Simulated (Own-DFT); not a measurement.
Simulation results for InAs (zincblende, strongly disordered by large displacements)

A calculation, not a measurement: plane-wave PBE density functional theory by an unreviewed code, no spin, of a simulated periodic cell, stress positive in tension, free energy of the whole cell less one offset for each atom, forces on such cells passed a denser k mesh, this cell's mesh not checked; broken bonds can close the gap or carry spin, so checks made on this kind of crystal may not hold here; offsets are fitted by least squares, one for each functional and potential file, so energies compare only between cells with the same atoms and settings and are not formation energies; the far tail of each file's local potential was reset to the Coulomb form; each entry is a single point on an unrelaxed cell, so the pressure reflects the starting lattice, mostly measured values (interpolated for alloys), from which strain is counted, and rises with the displacements; printed positions are rounded, which can move forces by about a meV/angstrom; the program, named Own-DFT, is a retired in-house code; no spin-orbit coupling. Program: Own-DFT development build.

```json
{"formula": "InAs", "kind": "zincblende, strongly disordered by large displacements", "structure": {"cell_angstrom": [[12.1166, 0.0, 0.0], [0.0, 12.1166, 0.0], [0.0, 0.0, 12.1166]], "atoms_fractional": [["In", 0.00957, 0.00648, 0.04034], ["In", 0.99897, 0.26924, 0.25135], ["In", 0.29055, 0.01087, 0.25131], ["In", 0.28062, 0.24036, 0.99041], ["As", 0.11054, 0.12902, 0.11171], ["As", 0.1012, 0.3695, 0.38588], ["As", 0.33503, 0.1447, 0.37566], ["As", 0.3698, 0.39204, 0.10642], ["In", 0.99393, 0.99647, 0.51921], ["In", 0.98623, 0.28259, 0.74981], ["In", 0.24164, 0.01258, 0.7502], ["In", 0.26118, 0.24574, 0.50943], ["As", 0.11062, 0.11937, 0.61616], ["As", 0.1257, 0.37873, 0.87746], ["As", 0.35465, 0.11615, 0.87318], ["As", 0.39564, 0.39067, 0.63325], ["In", 0.99565, 0.49711, 0.98944], ["In", 0.01386, 0.73831, 0.25789], ["In", 0.26022, 0.49461, 0.22135], ["In", 0.24636, 0.7466, 0.99443], ["As", 0.13992, 0.60316, 0.13365], ["As", 0.10943, 0.85429, 0.34806], ["As", 0.35418, 0.61413, 0.38796], ["As", 0.3715, 0.86479, 0.1794], ["In", 0.01122, 0.48922, 0.50423], ["In", 0.03927, 0.74031, 0.74668], ["In", 0.2432, 0.493, 0.75527], ["In", 0.2569, 0.73514, 0.51928], ["As", 0.11704, 0.58744, 0.64181], ["As", 0.09825, 0.84675, 0.86811], ["As", 0.36371, 0.63152, 0.8768], ["As", 0.34435, 0.87408, 0.62228], ["In", 0.49851, 0.96764, 0.00523], ["In", 0.51738, 0.21963, 0.26543], ["In", 0.74329, 0.98708, 0.21656], ["In", 0.7195, 0.26796, 0.98959], ["As", 0.63927, 0.11648, 0.11993], ["As", 0.64327, 0.39717, 0.39504], ["As", 0.8985, 0.15296, 0.39292], ["As", 0.87019, 0.38248, 0.11337], ["In", 0.48328, 0.99133, 0.51014], ["In", 0.48917, 0.25366, 0.72686], ["In", 0.74758, 0.01836, 0.76831], ["In", 0.74622, 0.26798, 0.49518], ["As", 0.61601, 0.14148, 0.6434], ["As", 0.63651, 0.39367, 0.90232], ["As", 0.88353, 0.13859, 0.87672], ["As", 0.87067, 0.38401, 0.61126], ["In", 0.53196, 0.53222, 0.03097], ["In", 0.497, 0.73219, 0.22657], ["In", 0.7475, 0.48719, 0.24893], ["In", 0.75769, 0.74768, 0.01255], ["As", 0.66047, 0.65971, 0.12707], ["As", 0.62324, 0.88573, 0.37666], ["As", 0.88501, 0.62458, 0.36071], ["As", 0.87973, 0.87742, 0.12961], ["In", 0.50571, 0.50239, 0.47767], ["In", 0.49237, 0.7692, 0.74187], ["In", 0.7199, 0.48883, 0.76164], ["In", 0.7615, 0.75968, 0.49964], ["As", 0.63396, 0.60521, 0.63322], ["As", 0.6311, 0.86126, 0.88584], ["As", 0.8836, 0.64189, 0.89178], ["As", 0.90015, 0.88857, 0.63167]]}, "settings": {"functional": "PBE", "potential_files": "PseudoDojo norm-conserving, scalar-relativistic, standard set", "wave_cutoff [hartree]": 42.0, "occupations": "Fermi-Dirac", "smearing_width [eV]": 0.1, "hardware": "one NVIDIA H200", "k_mesh": "3 x 3 x 3 centred on Gamma"}, "results": {"pressure [GPa]": null}}
```

## Withheld values
1. InAs (zincblende, strongly disordered by large displacements): pressure?
2. Give the table of force values for InAs (zincblende, strongly disordered by large displacements).

## Answers
1. 9.94 GPa
2. 
Force:
```csv
element,x (eV/Å),y (eV/Å),z (eV/Å)
In,-4.515,-5.119,-5.049
In,-1.048,-1.075,-2.072
In,-5.112,1.359,-0.244
In,-3.245,2.715,2.466
As,6.422,6.089,3.978
As,4.543,-0.62,-0.876
As,4.559,-0.74,-1.274
As,3.677,-2.32,-1.126
In,1.689,1.473,-5.769
In,0.45,-1.385,-0.125
In,-2.532,-1.564,-0.657
In,-3,3.477,3.939
As,1.955,2.531,1.824
As,0.452,-1.583,0.673
As,4.461,-1.843,-1.266
As,-2.493,1.718,-1.904
In,0.548,0.806,0.856
In,-3.211,-4.444,-4.883
In,0.259,-1.204,5.406
In,-0.994,0.637,1.327
As,-3.896,3.487,-2.961
As,5.517,6.414,5.669
As,1.218,-0.562,-2.089
As,-0.238,-1.598,-5.292
In,-2.407,2.135,-0.576
In,-4.862,-4.571,-5.699
In,2.555,-0.617,1.201
In,-3.128,-1.149,-1.451
As,0.332,2.185,-1.837
As,4.19,7.605,7.363
As,2.338,-0.616,-0.593
As,1.701,1.81,1.508
In,-0.978,1.052,0.833
In,-0.472,1.316,0.125
In,0.586,-0.174,3.894
In,5.523,-6.446,3.865
As,-2.445,1.73,-1.666
As,-1.118,-1.437,-2.75
As,-1.406,-1.485,-0.218
As,-0.234,-1.133,0.331
In,0.519,1.037,-0.555
In,-0.815,-0.306,4.177
In,0.361,-0.762,-0.256
In,1.179,-3.168,1.296
As,2.443,-2.642,-2.658
As,-6.511,3.612,-2.453
As,-0.313,0.158,1.075
As,-1.173,0.755,1.828
In,-2.034,-0.837,-1.564
In,1.694,-1.603,3.339
In,1.366,1.556,-0.735
In,4.794,4.455,-5.453
As,-4.019,-4.966,6.403
As,-0.207,-0.622,-0.322
As,-1.514,-1.151,1.713
As,1.263,-2.007,-0.197
In,-1.655,1.774,2.072
In,0.294,-1.559,0.265
In,4.157,0.705,-0.866
In,0.366,-0.309,0.238
As,-1.792,3.278,-2.271
As,0.108,0.55,-1.49
As,-0.119,-0.745,-2.19
As,-4.032,-4.061,3.723
```

Further results for InAs (zincblende, strongly disordered by large displacements):

```
free energy of cell above offsets : 3.327 eV
stress xx                         : -8.5 GPa
stress yy                         : -11.71 GPa
stress zz                         : -9.63 GPa
stress yz                         : -2.04 GPa
stress xz                         : -0.03 GPa
stress xy                         : 1.17 GPa
wall time                         : 1145 s
```
